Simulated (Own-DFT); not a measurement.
AlGa3N4 (wurtzite random alloy, strained, atoms displaced) (calculated)

A calculation, not a measurement: plane-wave PBE density functional theory by an unreviewed code, no spin, of a simulated periodic cell, stress positive in tension, free energy of the whole cell less one offset for each atom, forces on such cells passed a denser k mesh, this cell's mesh not checked; offsets are fitted by least squares, one for each functional and potential file, so energies compare only between cells with the same atoms and settings and are not formation energies; the far tail of each file's local potential was reset to the Coulomb form; each entry is a single point on an unrelaxed cell, so the pressure reflects the starting lattice, mostly measured values, from which strain is counted, and rises with the displacements; printed positions are rounded, which can move forces by about a meV/angstrom; the program is a retired in-house code; no spin-orbit coupling. Program: Own-DFT development build.

Common to all runs: functional PBE; potential files PseudoDojo norm-conserving, scalar-relativistic, standard set; wave cutoff 42 hartree; occupations Fermi-Dirac; smearing width 0.1 eV; k mesh 4 x 4 x 3 centred on Gamma.

```yaml
- entry: 1
  formula: AlGa3N4
  kind: "wurtzite random alloy, strained, atoms displaced"
  structure:
    cell_angstrom: [[9.5568, 0.0, 0.0], [-4.7784, 8.2764, 0.0], [0.0, 0.0, 10.2685]]
    atoms_fractional:
      - [Ga, 0.10872, 0.23049, 0.00127]
      - [Ga, 0.2271, 0.10332, 0.2455]
      - ["N", 0.1187, 0.22249, 0.18124]
      - ["N", 0.22302, 0.11793, 0.43103]
      - [Ga, 0.10541, 0.21588, 0.49546]
      - [Al, 0.22205, 0.11353, 0.75375]
      - ["N", 0.11084, 0.22907, 0.68383]
      - ["N", 0.22306, 0.1078, 0.94611]
      - [Ga, 0.10547, 0.54509, 0.0087]
      - [Ga, 0.21845, 0.44402, 0.25249]
      - ["N", 0.11632, 0.56012, 0.19351]
      - ["N", 0.22264, 0.4397, 0.4367]
      - [Ga, 0.11221, 0.55189, 0.49118]
      - [Al, 0.22281, 0.44471, 0.74805]
      - ["N", 0.11863, 0.5738, 0.69181]
      - ["N", 0.22748, 0.45086, 0.93762]
      - [Al, 0.11771, 0.89497, 0.0007]
      - [Ga, 0.22644, 0.78575, 0.24355]
      - ["N", 0.11261, 0.89442, 0.20426]
      - ["N", 0.22262, 0.7696, 0.442]
      - [Al, 0.11777, 0.89042, 0.49926]
      - [Ga, 0.22213, 0.7753, 0.7501]
      - ["N", 0.09946, 0.87997, 0.69211]
      - ["N", 0.21625, 0.78145, 0.93407]
      - [Ga, 0.45706, 0.23356, 0.99568]
      - [Ga, 0.54903, 0.0991, 0.25618]
      - ["N", 0.45218, 0.21927, 0.18522]
      - ["N", 0.55561, 0.10679, 0.437]
      - [Ga, 0.44182, 0.2341, 0.50284]
      - [Ga, 0.56225, 0.11059, 0.74981]
      - ["N", 0.44276, 0.22268, 0.68795]
      - ["N", 0.55456, 0.11418, 0.93239]
      - [Al, 0.4414, 0.54608, 0.9983]
      - [Ga, 0.56476, 0.44226, 0.25262]
      - ["N", 0.43202, 0.55035, 0.19959]
      - ["N", 0.56618, 0.44841, 0.43763]
      - [Ga, 0.43861, 0.5455, 0.49796]
      - [Ga, 0.55498, 0.44472, 0.74519]
      - ["N", 0.43642, 0.55819, 0.68463]
      - ["N", 0.55613, 0.44891, 0.93557]
      - [Al, 0.45055, 0.89244, 0.00687]
      - [Al, 0.55804, 0.7774, 0.25126]
      - ["N", 0.43777, 0.89247, 0.18984]
      - ["N", 0.56402, 0.76983, 0.43744]
      - [Ga, 0.44272, 0.88855, 0.49281]
      - [Ga, 0.55415, 0.77693, 0.75602]
      - ["N", 0.45182, 0.89118, 0.68324]
      - ["N", 0.55126, 0.78025, 0.93482]
      - [Al, 0.77107, 0.22126, 0.99508]
      - [Ga, 0.89142, 0.10703, 0.25381]
      - ["N", 0.77696, 0.2242, 0.19824]
      - ["N", 0.89481, 0.11395, 0.43589]
      - [Al, 0.77174, 0.21966, 0.50298]
      - [Ga, 0.89462, 0.12439, 0.74979]
      - ["N", 0.7825, 0.23206, 0.69106]
      - ["N", 0.89381, 0.10869, 0.94282]
      - [Ga, 0.777, 0.55088, 0.00707]
      - [Ga, 0.88332, 0.45102, 0.24283]
      - ["N", 0.79136, 0.55543, 0.19213]
      - ["N", 0.88573, 0.44843, 0.44046]
      - [Ga, 0.77714, 0.56196, 0.50104]
      - [Ga, 0.88643, 0.4479, 0.74609]
      - ["N", 0.77525, 0.55298, 0.68567]
      - ["N", 0.89481, 0.44449, 0.93361]
      - [Ga, 0.78137, 0.88559, 0.99667]
      - [Ga, 0.87965, 0.78018, 0.24335]
      - ["N", 0.76871, 0.88488, 0.19071]
      - ["N", 0.90037, 0.78392, 0.44224]
      - [Ga, 0.78614, 0.89758, 0.49195]
      - [Ga, 0.88815, 0.77195, 0.74785]
      - ["N", 0.7849, 0.8845, 0.68877]
      - ["N", 0.88306, 0.77706, 0.93991]
  results:
    "free_energy_of_cell_above_offsets [eV]": "8.169"
    "pressure [GPa]": 5.65
    "stress_xx [GPa]": -4.67
    "stress_yy [GPa]": -5.54
    "stress_zz [GPa]": -6.75
    "stress_yz [GPa]": -0.52
    "stress_xz [GPa]": -0.41
    "stress_xy [GPa]": -0.37
    force_element: [Ga, Ga, "N", "N", Ga, Al, "N", "N", Ga, Ga, "N", "N", Ga, Al, "N", "N", Al, Ga, "N", "N", Al, Ga, "N", "N", Ga, Ga, "N", "N", Ga, Ga, "N", "N", Al, Ga, "N", "N", Ga, Ga, "N", "N", Al, Al, "N", "N", Ga, Ga, "N", "N", Al, Ga, "N", "N", Al, Ga, "N", "N", Ga, Ga, "N", "N", Ga, Ga, "N", "N", Ga, Ga, "N", "N", Ga, Ga, "N", "N"]
    "force_x [eV/angstrom]": [1.409, -0.578, -0.793, 1.005, 0.847, -0.3, 1.367, -0.225, 0.328, -0.069, -0.935, -0.516, -0.706, -1.024, 0.806, 0.419, -0.632, -0.873, -0.667, -1.027, -0.183, 0.108, 1.869, 1.241, -1.124, 0.564, -0.284, -0.108, 0.874, -1.012, -0.535, 1.348, -0.734, -1.39, 2.757, -1.202, 0.377, -0.551, 0.699, 0.022, -1.319, -1.191, 2.803, -1.252, 1.186, 0.636, -0.548, 0.068, 1.204, -0.219, 0.331, -2.2, 0.443, 0.492, 0.066, -2.233, 0.307, 4.61, -4.744, 0.477, 1.395, 1.235, -0.57, -1.26, -1.537, 1.879, -0.392, -0.262, 0.165, -0.732, -1.76, 2.349]
    "force_y [eV/angstrom]": [-0.61, 3.255, -0.31, -1.298, 1.019, -0.923, 0.059, 0.906, 1.849, -1.131, -0.258, -0.329, -0.243, 0.944, -4.652, -0.329, -0.925, -1.61, -2.387, 1.797, -0.19, 2.656, 2.816, 0.211, -1.524, 2.351, 0.633, 1.152, -1.47, -0.469, -0.631, -0.714, 1.512, -0.279, 1.626, -0.412, 1.371, 0.52, -0.943, 0.565, -0.351, -1.077, -1.21, 0.73, -0.934, 0.534, 0.198, -0.764, -0.027, 1.296, -0.644, 0.496, 0.949, -2.053, -1.046, 0.807, 0.819, -2.668, 2.315, -1.478, 0.612, 1.289, -0.081, -1.247, 0.506, -0.089, 0.254, 0.143, -1.642, 0.082, 1.297, -0.62]
    "force_z [eV/angstrom]": [-0.686, 0.004, 1.977, 1.476, 0.485, -0.076, 1.173, -1.468, -1.377, -0.265, -0.179, 0.499, 1.493, -0.122, -1.253, -0.751, 0.036, 1.667, -3.257, -1.023, 0.273, 0.147, -1.368, 2.655, 0.495, -0.797, 0.289, 1.598, -0.74, -1.074, 0.79, 1.715, 0.939, -0.589, -2.345, 0.113, -0.169, -0.014, 0.901, 0.494, -1.729, 0.358, -1.103, -0.993, 1.047, -2.422, 0.438, 2.904, 0.962, -1.713, -2.202, 0.875, -0.984, 0.241, -1.487, -0.485, -1.788, 2.995, -1.472, -0.071, -0.26, -0.018, 0.68, 1.325, 0.1, 1.816, -0.665, -0.99, 1.79, 0.62, -0.156, 0.721]
- entry: 2
  formula: AlGa3N4
  kind: "wurtzite random alloy, strained, atoms displaced"
  structure:
    cell_angstrom: [[9.5568, 0.0, 0.0], [-4.7784, 8.2764, 0.0], [0.0, 0.0, 10.2685]]
    atoms_fractional:
      - [Ga, 0.10928, 0.22332, 0.99586]
      - [Ga, 0.21341, 0.09956, 0.25759]
      - ["N", 0.10026, 0.20666, 0.18784]
      - ["N", 0.2268, 0.11584, 0.43882]
      - [Ga, 0.10424, 0.20951, 0.49523]
      - [Ga, 0.21574, 0.10047, 0.75235]
      - ["N", 0.11658, 0.22273, 0.68948]
      - ["N", 0.22827, 0.10851, 0.93282]
      - [Ga, 0.11444, 0.56636, 0.99492]
      - [Ga, 0.2127, 0.43767, 0.25092]
      - ["N", 0.10142, 0.55244, 0.19479]
      - ["N", 0.22259, 0.45009, 0.44318]
      - [Al, 0.11206, 0.55237, 0.49159]
      - [Ga, 0.22778, 0.44947, 0.759]
      - ["N", 0.12896, 0.56892, 0.69412]
      - ["N", 0.22721, 0.45028, 0.94389]
      - [Ga, 0.11563, 0.89074, 0.9991]
      - [Ga, 0.22132, 0.7847, 0.24747]
      - ["N", 0.11157, 0.88246, 0.18738]
      - ["N", 0.23157, 0.77779, 0.43586]
      - [Ga, 0.10689, 0.88387, 0.50434]
      - [Ga, 0.22108, 0.7725, 0.74809]
      - ["N", 0.10724, 0.8783, 0.68598]
      - ["N", 0.23019, 0.78354, 0.93903]
      - [Ga, 0.44079, 0.22741, 0.00027]
      - [Al, 0.56655, 0.1142, 0.25156]
      - ["N", 0.44409, 0.219, 0.17779]
      - ["N", 0.55331, 0.11313, 0.43182]
      - [Ga, 0.43168, 0.21819, 0.49994]
      - [Ga, 0.56626, 0.1146, 0.75048]
      - ["N", 0.44711, 0.22586, 0.69248]
      - ["N", 0.56054, 0.11693, 0.93305]
      - [Al, 0.44641, 0.55551, 0.0053]
      - [Al, 0.55161, 0.44496, 0.25137]
      - ["N", 0.44298, 0.55389, 0.18533]
      - ["N", 0.54636, 0.44633, 0.44133]
      - [Ga, 0.44829, 0.56271, 0.5007]
      - [Al, 0.55842, 0.44293, 0.75353]
      - ["N", 0.44699, 0.55754, 0.6781]
      - ["N", 0.55906, 0.44308, 0.94513]
      - [Ga, 0.44113, 0.88599, 0.00147]
      - [Ga, 0.56308, 0.77731, 0.24874]
      - ["N", 0.45489, 0.89558, 0.18724]
      - ["N", 0.54454, 0.77116, 0.44956]
      - [Ga, 0.436, 0.88988, 0.49417]
      - [Al, 0.55382, 0.77713, 0.74639]
      - ["N", 0.43882, 0.8901, 0.6861]
      - ["N", 0.54614, 0.77067, 0.94762]
      - [Al, 0.77697, 0.22834, 0.99882]
      - [Ga, 0.87885, 0.09347, 0.25026]
      - ["N", 0.78027, 0.22215, 0.19287]
      - ["N", 0.88567, 0.11517, 0.44015]
      - [Ga, 0.76776, 0.21991, 0.50291]
      - [Ga, 0.8946, 0.11674, 0.74658]
      - ["N", 0.7683, 0.2155, 0.68473]
      - ["N", 0.88465, 0.11285, 0.94357]
      - [Al, 0.77492, 0.54867, 0.99629]
      - [Ga, 0.89814, 0.44836, 0.24076]
      - ["N", 0.78206, 0.55877, 0.19717]
      - ["N", 0.88465, 0.44455, 0.43926]
      - [Ga, 0.77159, 0.54924, 0.49552]
      - [Ga, 0.89535, 0.45281, 0.73892]
      - ["N", 0.77547, 0.55934, 0.68493]
      - ["N", 0.90143, 0.44858, 0.94024]
      - [Ga, 0.78053, 0.89121, 0.00351]
      - [Ga, 0.88492, 0.77482, 0.24056]
      - ["N", 0.77889, 0.89808, 0.18903]
      - ["N", 0.88633, 0.76295, 0.43484]
      - [Ga, 0.77608, 0.88246, 0.49376]
      - [Al, 0.89945, 0.78692, 0.74715]
      - ["N", 0.77524, 0.89768, 0.68223]
      - ["N", 0.88294, 0.78212, 0.93859]
  results:
    "free_energy_of_cell_above_offsets [eV]": "7.751"
    "pressure [GPa]": 5.65
    "stress_xx [GPa]": -4.92
    "stress_yy [GPa]": -5.32
    "stress_zz [GPa]": -6.71
    "stress_yz [GPa]": -0.57
    "stress_xz [GPa]": -0.1
    "stress_xy [GPa]": -1.23
    force_element: [Ga, Ga, "N", "N", Ga, Ga, "N", "N", Ga, Ga, "N", "N", Al, Ga, "N", "N", Ga, Ga, "N", "N", Ga, Ga, "N", "N", Ga, Al, "N", "N", Ga, Ga, "N", "N", Al, Al, "N", "N", Ga, Al, "N", "N", Ga, Ga, "N", "N", Ga, Al, "N", "N", Al, Ga, "N", "N", Ga, Ga, "N", "N", Al, Ga, "N", "N", Ga, Ga, "N", "N", Ga, Ga, "N", "N", Ga, Al, "N", "N"]
    "force_x [eV/angstrom]": [0.309, 0.812, 0.514, -1.413, -0.622, 0.923, -0.369, -1.55, 1.038, 0.553, 3.39, -0.056, -0.714, 0.796, -1.196, 0.633, -0.57, 2.278, -1.554, -3.038, 0.567, 0.56, -0.514, -1.328, 1.317, -1.344, 0.274, -0.556, 2.468, -2.61, -0.263, 0.343, 0.003, 0.431, 0.428, 1.081, -0.877, -0.728, 0.785, -0.689, 1.058, -1.911, -0.601, 1.108, 1.962, -0.212, 1.401, 1.241, 0.422, -0.311, -0.397, 0.281, 0.47, -0.539, 2.327, -0.288, 0.523, -2.906, -1.564, 1.617, -0.369, 0.057, 0.022, -2.525, -1.479, 0.484, 0.938, -0.545, -0.408, -2.358, 1.157, 1.83]
    "force_y [eV/angstrom]": [-0.399, 1.188, 0.944, -2.307, 2.196, 1.134, 0.145, 0.058, -0.625, -0.007, 2.15, -1.359, 0.551, -0.324, -3.439, -0.119, -0.086, -1.086, 0.874, -1.484, -0.383, 2.59, 0.697, -0.237, -1.202, 0.087, 0.391, -0.094, 1.599, -1.316, -0.063, 0.047, -0.031, -0.694, -0.452, -0.834, -1.95, 0.37, 0.103, 1.657, 1.682, -0.608, -0.023, 2.483, 1.057, 0.221, -0.08, -0.061, -0.692, 4.845, -0.154, -1.274, 0.452, -0.327, 2.221, 0.521, 1.078, -1.977, -1.644, 0.007, -0.576, -0.54, 0.542, -0.657, 0.129, 0.58, -4.012, 2.302, 0.305, -1.146, -1.505, -1.439]
    "force_z [eV/angstrom]": [0.496, -2.192, 0.216, 0.221, 0.931, -1.209, -0.082, 1.185, 1.332, 0.082, -1.823, -0.687, 0.886, -1.607, -2.329, 0.555, -0.199, 0.495, -0.314, -0.087, -1.642, 0.771, 0.937, -0.357, -1.057, -1.228, 3.656, 0.284, 1.09, 0.015, -0.226, 1.692, -0.733, -0.212, 0.803, -1.71, -0.623, -0.741, 4.168, -1.393, -0.14, 0.761, 1.065, -2.47, 1.263, 0.107, 0.455, -1.87, 0.448, 1.193, -1.411, -0.369, -1.335, 0.47, 0.486, -0.761, 0.708, 2.113, -2.322, 0.226, 0.205, 0.599, 1.402, -0.509, -1.148, 1.076, -0.64, -0.311, 0.494, 0.229, 1.374, -0.755]
- entry: 3
  formula: AlGa3N4
  kind: "wurtzite random alloy, strained, atoms displaced"
  structure:
    cell_angstrom: [[9.5568, 0.0, 0.0], [-4.7784, 8.2764, 0.0], [0.0, 0.0, 10.2685]]
    atoms_fractional:
      - [Ga, 0.12135, 0.22902, 0.99805]
      - [Ga, 0.22953, 0.12244, 0.25484]
      - ["N", 0.11525, 0.2211, 0.19644]
      - ["N", 0.22969, 0.11135, 0.43368]
      - [Ga, 0.1156, 0.22099, 0.50818]
      - [Ga, 0.23269, 0.11744, 0.74853]
      - ["N", 0.11462, 0.22604, 0.68151]
      - ["N", 0.2262, 0.11268, 0.93095]
      - [Ga, 0.11822, 0.55664, 0.0038]
      - [Ga, 0.22801, 0.45049, 0.24502]
      - ["N", 0.11395, 0.55989, 0.18698]
      - ["N", 0.22529, 0.44256, 0.44577]
      - [Al, 0.11542, 0.55516, 0.49665]
      - [Ga, 0.22408, 0.43176, 0.75192]
      - ["N", 0.10769, 0.54843, 0.68027]
      - ["N", 0.20135, 0.43739, 0.94496]
      - [Ga, 0.11277, 0.88395, 0.00274]
      - [Ga, 0.20918, 0.76994, 0.2516]
      - ["N", 0.10496, 0.89527, 0.19118]
      - ["N", 0.22066, 0.78476, 0.43262]
      - [Al, 0.10837, 0.89115, 0.49413]
      - [Al, 0.22544, 0.78734, 0.75622]
      - ["N", 0.10066, 0.87681, 0.68403]
      - ["N", 0.22343, 0.77768, 0.93709]
      - [Ga, 0.44175, 0.21914, 0.00276]
      - [Ga, 0.56872, 0.11898, 0.24848]
      - ["N", 0.45004, 0.23377, 0.19368]
      - ["N", 0.56083, 0.10299, 0.44066]
      - [Ga, 0.43042, 0.21275, 0.50428]
      - [Ga, 0.55854, 0.11144, 0.74725]
      - ["N", 0.44556, 0.22017, 0.69147]
      - ["N", 0.56724, 0.11272, 0.93748]
      - [Ga, 0.44347, 0.56308, 0.00913]
      - [Ga, 0.55267, 0.44966, 0.24444]
      - ["N", 0.45074, 0.56326, 0.18395]
      - ["N", 0.56516, 0.45138, 0.43198]
      - [Ga, 0.44583, 0.55407, 0.5034]
      - [Al, 0.5554, 0.44537, 0.74638]
      - ["N", 0.44623, 0.55554, 0.68791]
      - ["N", 0.55274, 0.44951, 0.94306]
      - [Ga, 0.44454, 0.89298, 0.00107]
      - [Al, 0.56351, 0.78, 0.25521]
      - ["N", 0.45179, 0.89334, 0.18821]
      - ["N", 0.55587, 0.77743, 0.43631]
      - [Ga, 0.44214, 0.88931, 0.50599]
      - [Ga, 0.56007, 0.78473, 0.75152]
      - ["N", 0.45029, 0.88981, 0.69502]
      - ["N", 0.55128, 0.77661, 0.94128]
      - [Al, 0.77581, 0.21646, 0.99316]
      - [Ga, 0.8777, 0.11423, 0.25347]
      - ["N", 0.7771, 0.22466, 0.18343]
      - ["N", 0.88612, 0.10483, 0.44354]
      - [Ga, 0.78542, 0.23888, 0.49291]
      - [Ga, 0.89262, 0.10441, 0.74875]
      - ["N", 0.78037, 0.22376, 0.68701]
      - ["N", 0.89792, 0.1045, 0.93472]
      - [Al, 0.77103, 0.55692, 0.00355]
      - [Ga, 0.89787, 0.44676, 0.24933]
      - ["N", 0.77101, 0.55881, 0.1924]
      - ["N", 0.88296, 0.44241, 0.43329]
      - [Ga, 0.77352, 0.5586, 0.4933]
      - [Ga, 0.88647, 0.4486, 0.75245]
      - ["N", 0.78057, 0.54997, 0.68514]
      - ["N", 0.88894, 0.44559, 0.93633]
      - [Al, 0.76718, 0.87267, 0.00597]
      - [Al, 0.88628, 0.76809, 0.24423]
      - ["N", 0.7834, 0.88888, 0.19832]
      - ["N", 0.88707, 0.7812, 0.43497]
      - [Ga, 0.77818, 0.88748, 0.49988]
      - [Ga, 0.88622, 0.77738, 0.74681]
      - ["N", 0.79465, 0.90344, 0.69085]
      - ["N", 0.8912, 0.7855, 0.93986]
  results:
    "free_energy_of_cell_above_offsets [eV]": "7.666"
    "pressure [GPa]": 5.56
    "stress_xx [GPa]": -3.54
    "stress_yy [GPa]": -4.96
    "stress_zz [GPa]": -8.19
    "stress_yz [GPa]": -0.17
    "stress_xz [GPa]": -0.36
    "stress_xy [GPa]": -0.04
    force_element: [Ga, Ga, "N", "N", Ga, Ga, "N", "N", Ga, Ga, "N", "N", Al, Ga, "N", "N", Ga, Ga, "N", "N", Al, Al, "N", "N", Ga, Ga, "N", "N", Ga, Ga, "N", "N", Ga, Ga, "N", "N", Ga, Al, "N", "N", Ga, Al, "N", "N", Ga, Ga, "N", "N", Al, Ga, "N", "N", Ga, Ga, "N", "N", Al, Ga, "N", "N", Ga, Ga, "N", "N", Al, Al, "N", "N", Ga, Ga, "N", "N"]
    "force_x [eV/angstrom]": [-0.697, 0.222, -1.457, -1.795, -0.837, -1.535, 0.898, 0.217, -2.864, 0.219, 0.255, -0.916, -0.632, -1.746, 0.633, 3.466, -1.006, 1.017, 0.768, -0.131, -0.005, 0.063, 1.844, 0.123, 0.712, -2.077, 0.467, -1.218, 3.135, 0.955, 0.258, -1.464, -0.222, 0.472, -0.893, -1.965, 0.254, 0.661, 0.919, 0.539, 0.344, -0.809, -0.07, -0.373, 0.516, 1.036, -1.951, 0.814, 1.818, 2.387, 0.858, 0.106, 0.368, -0.876, 0.162, -1.792, 1.113, -1.678, 1.788, 1.547, 1.354, 1.851, -2.78, -0.956, 0.572, -0.64, -0.853, 1.487, -0.527, 0.325, -1.383, -0.395]
    "force_y [eV/angstrom]": [-2.536, -1.064, 1.057, -1.328, -0.253, -1.712, -1.374, -0.337, 0.585, -0.94, -0.686, 0.574, 0.267, 2.38, 1.473, 0.994, 0.911, 2.692, -0.874, -1.264, -0.688, -1.78, 1.628, 0.107, 0.622, -1.172, -1.584, 1.39, 1.606, 0.594, 1.472, 0.023, -1.065, -0.062, 0.87, -1.658, 0.408, 0.268, -0.039, -0.152, 0.026, 0.534, -0.843, -0.317, -0.521, -0.742, -0.45, 0.53, 1.097, -0.613, 0.971, 1.705, -3.246, 3.249, -0.021, -0.301, -0.059, -0.287, -0.131, 2.745, 0.425, -0.82, 0.625, -0.145, 2.292, 2.137, -0.933, -0.036, 0.079, -0.653, -3.78, -1.871]
    "force_z [eV/angstrom]": [1.286, -1.325, -1.143, 1.931, -3.431, -0.424, 2.721, 1.426, -1.093, 1.363, 0.455, -1.391, 0.518, 0.008, 0.918, -1.554, -0.186, -0.734, -0.012, 1.958, 0.305, -1.785, -0.398, -0.041, -0.234, 0.836, -0.88, -0.2, -0.815, 0.191, -0.276, 0.151, -2.906, 0.992, 2.526, 0.8, -1.016, 0.76, 1.25, -1.199, 0.297, -0.691, 0.635, 0.582, -0.977, 0.084, -0.245, -0.107, -0.057, 0.113, -1.154, -0.446, 2.014, 0.715, 0.05, 1.705, -0.715, -0.714, -1.572, -0.14, 0.729, -0.597, 0.02, 2.085, -0.086, 1.171, -1.491, -0.509, -0.012, 0.692, -1.255, 0.523]
- entry: 4
  formula: AlGa3N4
  kind: "wurtzite random alloy, strained, atoms displaced"
  structure:
    cell_angstrom: [[9.5568, 0.0, 0.0], [-4.7784, 8.2764, 0.0], [0.0, 0.0, 10.2685]]
    atoms_fractional:
      - [Al, 0.10567, 0.21194, 0.00476]
      - [Al, 0.21353, 0.10679, 0.25223]
      - ["N", 0.10925, 0.23093, 0.19388]
      - ["N", 0.21419, 0.10821, 0.43378]
      - [Ga, 0.11441, 0.22435, 0.49107]
      - [Ga, 0.21363, 0.10174, 0.74674]
      - ["N", 0.11518, 0.22123, 0.68585]
      - ["N", 0.22477, 0.11278, 0.93684]
      - [Ga, 0.11433, 0.5558, 0.00159]
      - [Al, 0.22055, 0.45218, 0.25292]
      - ["N", 0.10782, 0.55499, 0.18901]
      - ["N", 0.22415, 0.45242, 0.43222]
      - [Ga, 0.11845, 0.56502, 0.50368]
      - [Al, 0.22752, 0.44747, 0.7514]
      - ["N", 0.11649, 0.54986, 0.69527]
      - ["N", 0.2246, 0.4431, 0.9417]
      - [Ga, 0.11408, 0.89075, 0.00048]
      - [Ga, 0.22913, 0.78018, 0.25921]
      - ["N", 0.11602, 0.89127, 0.18677]
      - ["N", 0.22442, 0.78097, 0.43386]
      - [Ga, 0.10906, 0.88027, 0.50206]
      - [Al, 0.22022, 0.77922, 0.74404]
      - ["N", 0.10431, 0.88824, 0.69426]
      - ["N", 0.21729, 0.78131, 0.94256]
      - [Ga, 0.43563, 0.21409, 0.00064]
      - [Ga, 0.5532, 0.11506, 0.25104]
      - ["N", 0.44626, 0.22528, 0.18692]
      - ["N", 0.55696, 0.1169, 0.44574]
      - [Ga, 0.44275, 0.21234, 0.50321]
      - [Ga, 0.54415, 0.10866, 0.74762]
      - ["N", 0.45003, 0.22558, 0.68761]
      - ["N", 0.57231, 0.12346, 0.93549]
      - [Ga, 0.44232, 0.55583, 0.00045]
      - [Ga, 0.54578, 0.43871, 0.24931]
      - ["N", 0.44564, 0.57294, 0.19676]
      - ["N", 0.55557, 0.44935, 0.43869]
      - [Ga, 0.45557, 0.55318, 0.50043]
      - [Ga, 0.56107, 0.44838, 0.75373]
      - ["N", 0.44927, 0.56047, 0.68682]
      - ["N", 0.54795, 0.43989, 0.94687]
      - [Al, 0.4406, 0.88213, 0.99724]
      - [Ga, 0.54374, 0.7712, 0.24581]
      - ["N", 0.44858, 0.89482, 0.17392]
      - ["N", 0.56306, 0.7716, 0.44042]
      - [Ga, 0.45208, 0.89075, 0.49919]
      - [Ga, 0.55744, 0.77745, 0.74396]
      - ["N", 0.44284, 0.89303, 0.68535]
      - ["N", 0.55652, 0.77739, 0.94697]
      - [Ga, 0.77757, 0.21949, 0.99342]
      - [Ga, 0.8895, 0.11203, 0.25124]
      - ["N", 0.77995, 0.22, 0.18422]
      - ["N", 0.88542, 0.11277, 0.44583]
      - [Al, 0.77827, 0.22628, 0.49784]
      - [Ga, 0.88782, 0.11216, 0.75117]
      - ["N", 0.77958, 0.22243, 0.68403]
      - ["N", 0.88335, 0.09886, 0.94384]
      - [Al, 0.78119, 0.56751, 0.00242]
      - [Al, 0.88841, 0.44701, 0.25507]
      - ["N", 0.77584, 0.54839, 0.18854]
      - ["N", 0.88487, 0.44161, 0.44562]
      - [Ga, 0.77507, 0.55319, 0.50128]
      - [Ga, 0.89235, 0.4489, 0.74053]
      - ["N", 0.7743, 0.55272, 0.69155]
      - ["N", 0.88844, 0.43758, 0.94234]
      - [Ga, 0.7773, 0.88847, 0.99453]
      - [Ga, 0.88671, 0.78486, 0.24936]
      - ["N", 0.78566, 0.88954, 0.1906]
      - ["N", 0.88279, 0.77957, 0.43921]
      - [Ga, 0.77915, 0.89262, 0.50136]
      - [Ga, 0.8902, 0.78765, 0.75978]
      - ["N", 0.78405, 0.89829, 0.69242]
      - ["N", 0.88743, 0.77792, 0.9463]
  results:
    "free_energy_of_cell_above_offsets [eV]": "6.580"
    "pressure [GPa]": 5.18
    "stress_xx [GPa]": -4.22
    "stress_yy [GPa]": -5.29
    "stress_zz [GPa]": -6.02
    "stress_yz [GPa]": -0.64
    "stress_xz [GPa]": -0.19
    "stress_xy [GPa]": 1.39
    force_element: [Al, Al, "N", "N", Ga, Ga, "N", "N", Ga, Al, "N", "N", Ga, Al, "N", "N", Ga, Ga, "N", "N", Ga, Al, "N", "N", Ga, Ga, "N", "N", Ga, Ga, "N", "N", Ga, Ga, "N", "N", Ga, Ga, "N", "N", Al, Ga, "N", "N", Ga, Ga, "N", "N", Ga, Ga, "N", "N", Al, Ga, "N", "N", Al, Al, "N", "N", Ga, Ga, "N", "N", Ga, Ga, "N", "N", Ga, Ga, "N", "N"]
    "force_x [eV/angstrom]": [-0.245, 0.462, 1.919, 1.481, -0.952, 0.547, -0.429, -1.638, -0.844, 0.21, 0.072, 0.428, 0.106, 0.642, -0.134, -0.471, -0.492, -0.553, -0.308, 0.511, -1.595, 0.301, 1.785, 2.102, 1.759, 1.169, -1.733, 1.521, -1.842, 2.201, -1.706, -3.09, 0.238, 0.491, -0.202, 1.495, -2.456, -0.851, -0.629, 1.353, -0.039, 1.431, -0.5, -1.755, 0.401, -0.279, -0.607, -1.159, 1.15, -0.72, -0.74, -0.375, 0.529, 0.167, -0.574, 1.269, 0.543, 0.136, -0.15, 0.665, -0.305, -0.044, 0.419, -0.807, -0.38, 1.754, -2.302, 1.475, 0.303, -0.317, -0.337, 0.528]
    "force_y [eV/angstrom]": [1.141, 0.64, -0.209, -0.544, 0.552, 2.356, 1.237, -0.442, -0.378, -0.158, 0.019, -0.188, -1.588, -1.122, 2.041, -1.255, 0.155, -0.08, 0.542, 0.226, 0.989, -0.459, -1.565, -0.221, 0.932, -0.121, -1.33, -0.857, 1.59, 0.939, -0.101, -3.127, -0.13, 1.586, -5.611, -2.225, 0.41, -0.72, -1.045, 1.112, 1.304, 4.64, -0.163, 1.114, -0.289, 0.725, -1.472, 0.133, 0.763, -0.338, 1.048, 0.628, -0.562, 1.354, -0.032, 2.479, -2.877, -0.588, 0.739, 0.47, 0.644, -1.269, 1.611, 2.216, -0.79, -1.734, 0.591, -0.451, 0.241, -1.497, -1.397, -0.23]
    "force_z [eV/angstrom]": [-0.297, -0.954, -0.729, 0.255, 1.079, 0.353, 0.381, 0.235, -0.293, -1.026, 1.396, 0.935, -0.223, 0.203, -0.622, -0.851, 0.482, -3.96, 1.194, 2.77, -0.454, 1.466, -0.924, -2.058, -0.259, -0.637, 0.87, -1.305, -0.505, 0.725, 0.322, -0.263, 0.729, -0.161, -1.678, -0.382, 0.032, 0.664, 0.807, -0.512, -1.098, 1.247, 2.317, -0.317, -0.401, 1.17, 0.643, -1.636, 1.287, 0.212, 1.498, -0.806, 0.8, -0.022, -0.221, -0.856, 0.357, -1.011, 0.094, -1.123, -0.2, 1.868, -0.141, -0.933, 2.02, 0.258, -0.799, 0.433, 0.133, -0.761, -0.237, -0.579]
```
